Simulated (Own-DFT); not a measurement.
# Strain and stress in wurtzite GaN, 96 atoms (Ga48N48)

Calculated results; nothing here was measured. The program, named Own-DFT, is a retired in-house plane-wave density functional code that no person has reviewed. Each row is one single-point run on a periodic cell that was not relaxed, without spin or spin-orbit coupling.

Settings of every run: PBE; PseudoDojo norm-conserving scalar-relativistic files (stringent for Ga); cutoff 96 hartree; 3 x 4 x 3 k mesh centred on Gamma; Gaussian smearing of 0.01 eV.

Known limits: forces on such cells passed a denser k mesh, each cell not checked; stress not checked against mesh or cutoff.

Unstrained cell vectors in Å: (12.756, 0.000, 0.000); (-4.784, 8.285, 0.000); (0.000, 0.000, 10.370). The unstrained cell has measured lattice constants (interpolated for alloys), not those of this functional. That, the random moves and any unrelaxed bonds set the pressure at no strain. Each run strains this cell uniformly, with the atoms carried along. Every atom was also moved at random, by a Gaussian of width 0.05 Å on each axis. Strain is the symmetric tensor, in per cent. Stress is positive in tension, and the pressure is minus a third of its trace.

```
run  e_xx (%)  e_yy (%)  e_zz (%)  s_xx (GPa)  s_yy (GPa)  s_zz (GPa)  P (GPa)  E (meV/atom)
  1      0.00      0.00      3.00       -5.06       -3.80        4.68     1.39           0.0
  2      0.00      0.00      2.25       -4.60       -5.08        1.34     2.78          11.7
  3      0.00      0.00      0.50       -7.32       -6.53       -4.83     6.23          21.5
  4      0.00      0.00      1.00       -6.60       -5.55       -3.17     5.11           8.0
  5      0.00      0.00      0.25       -6.70       -6.23       -6.79     6.57          10.4
  6      0.00      0.00     -1.50      -10.14       -6.93      -14.01    10.36          27.8
  7      0.00      0.00      2.00       -6.02       -5.01        1.19     3.28           7.0
  8      0.00      0.00     -2.00      -10.14       -8.21      -14.97    11.11          27.3
  9      0.00      0.00      1.25           ?           ?           ?        ?             ?
```

E is the free energy for each atom above the lowest run shown.

## Worked fit

The change of volume is close to e_xx + e_yy + e_zz. A straight line through the runs shown gives P = 7.21 - 197 x (fractional change of volume) GPa, with an error of 3 on the slope and a scatter of 0.12 GPa. The strain isn't the same on all axes and the cell isn't cubic, so the slope belongs to this path and is not the bulk modulus.

## Withheld run

Question: what pressure should run 9 give? Its volume changes by 1.25 %.

The line gives 4.7 GPa. The calculation gave 4.45 GPa.
